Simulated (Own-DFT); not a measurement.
# Response to strain: diamond-structure SiGeSn with randomly placed atoms, 64 atoms (Ge52Si8Sn4)

These are calculations, not measurements. The program, named Own-DFT, is a retired in-house plane-wave density functional code that no person has reviewed. Each row is one single-point run on a periodic cell that was not relaxed, without spin or spin-orbit coupling.

Settings of every run: PBE; PseudoDojo norm-conserving scalar-relativistic files; cutoff 49 hartree; 3 x 3 x 3 k mesh centred on Gamma; Fermi-Dirac smearing of 0.1 eV.

Known limits: forces on such cells moved up to 12 meV/angstrom on a denser k mesh; stress not checked against mesh or cutoff.

Unstrained cell vectors in Å: (11.363, 0.000, 0.000); (0.000, 11.363, 0.000); (0.000, 0.000, 11.363). The unstrained cell has measured lattice constants (interpolated for alloys), not those of this functional. That, the random moves and any unrelaxed bonds set the pressure at no strain. Each run strains this cell uniformly, with the atoms carried along. Every atom was also moved at random, by a Gaussian of width 0.05 Å on each axis. The random placing of the alloy's atoms differs from row to row. Strain is the symmetric tensor, in per cent. Stress is positive in tension, and the pressure is minus a third of its trace.

| run | e_xx (%) | e_yy (%) | e_zz (%) | s_xx (GPa) | s_yy (GPa) | s_zz (GPa) | P (GPa) | E (meV/atom) |
|---|---|---|---|---|---|---|---|---|
| 1 | 3.00 | 3.00 | 0.00 | 0.10 | 0.26 | -1.48 | 0.37 | 0.0 |
| 2 | -2.75 | -2.75 | 0.00 | -10.30 | -10.20 | -8.25 | 9.58 | 87.6 |
| 3 | 2.00 | 2.00 | 0.00 | -1.33 | -1.43 | -2.54 | 1.76 | 14.1 |
| 4 | 2.75 | 2.75 | 0.00 | -0.38 | -0.32 | -1.85 | 0.85 | 13.5 |
| 5 | -0.50 | -0.50 | 0.00 | -5.55 | -5.40 | -5.16 | 5.37 | 32.0 |
| 6 | 1.50 | 1.50 | 0.00 | -2.04 | -2.21 | -3.08 | 2.45 | 16.0 |
| 7 | -1.25 | -1.25 | 0.00 | -6.92 | -6.81 | -5.99 | 6.58 | 39.2 |
| 8 | 0.50 | 0.50 | 0.00 | -3.70 | -3.81 | -4.12 | 3.87 | 26.0 |
| 9 | -0.75 | -0.75 | 0.00 | ? | ? | ? | ? | ? |

E is the free energy for each atom above the lowest run shown.

## Worked fit

The change of volume is close to e_xx + e_yy + e_zz. A straight line through the runs shown gives P = 4.90 - 77 x (fractional change of volume) GPa, with an error of 3 on the slope and a scatter of 0.31 GPa. The strain isn't the same on all axes, but the crystal is cubic, so the slope still estimates the bulk modulus, averaged over pressures from 0.4 to 9.6 GPa.

## Withheld run

Question: what pressure should run 9 give? Its volume changes by -1.49 %.

The line gives 6.1 GPa. The calculation gave 5.82 GPa.
